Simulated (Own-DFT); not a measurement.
# Response to strain: diamond-structure SiGeSn with randomly placed atoms, 64 atoms (Ge40Si16Sn8)

All numbers below are calculated, not measured. The program, named Own-DFT, is a retired in-house plane-wave density functional code that no person has reviewed. Each row is one single-point run on a periodic cell that was not relaxed, without spin or spin-orbit coupling.

Settings of every run: PBE; PseudoDojo norm-conserving scalar-relativistic files; cutoff 49 hartree; 3 x 3 x 3 k mesh centred on Gamma; Fermi-Dirac smearing of 0.1 eV.

Known limits: forces on such cells moved up to 12 meV/angstrom on a denser k mesh; stress not checked against mesh or cutoff.

Unstrained cell vectors in Å: (11.410, 0.000, 0.000); (0.000, 11.410, 0.000); (0.000, 0.000, 11.410). The unstrained cell has measured lattice constants (interpolated for alloys), not those of this functional. That, the random moves and any unrelaxed bonds set the pressure at no strain. Each run strains this cell uniformly, with the atoms carried along. Every atom was also moved at random, by a Gaussian of width 0.05 Å on each axis. The random placing of the alloy's atoms differs from row to row. Strain is the symmetric tensor, in per cent. Stress is positive in tension, and the pressure is minus a third of its trace.

```
run,e_xx (%),e_yy (%),e_zz (%),s_xx (GPa),s_yy (GPa),s_zz (GPa),P (GPa),E (meV/atom)
1,1.25,1.25,0.00,-2.55,-2.69,-3.36,2.87,17.1
2,-1.00,-1.00,0.00,-6.81,-6.63,-6.04,6.49,49.8
3,-2.00,-2.00,0.00,-8.94,-8.86,-7.62,8.47,81.7
4,-1.75,-1.75,0.00,-7.98,-8.25,-6.90,7.71,55.6
5,-0.25,-0.25,0.00,-5.17,-5.14,-5.08,5.13,26.9
6,-0.50,-0.50,0.00,-5.88,-5.75,-5.57,5.73,49.5
7,2.25,2.25,0.00,-0.89,-0.91,-2.42,1.41,0.0
8,-0.75,-0.75,0.00,-5.87,-6.00,-5.69,5.85,31.1
9,0.50,0.50,0.00,?,?,?,?,?
```

E is the free energy for each atom above the lowest run shown.

## Worked fit

The change of volume is close to e_xx + e_yy + e_zz. A straight line through the runs shown gives P = 4.92 - 81 x (fractional change of volume) GPa, with an error of 3 on the slope and a scatter of 0.21 GPa. The strain isn't the same on all axes, but the crystal is cubic, so the slope still estimates the bulk modulus, averaged over pressures from 1.4 to 8.5 GPa.

## Withheld run

Question: what pressure should run 9 give? Its volume changes by 1.00 %.

The line gives 4.1 GPa. The calculation gave 4.12 GPa.
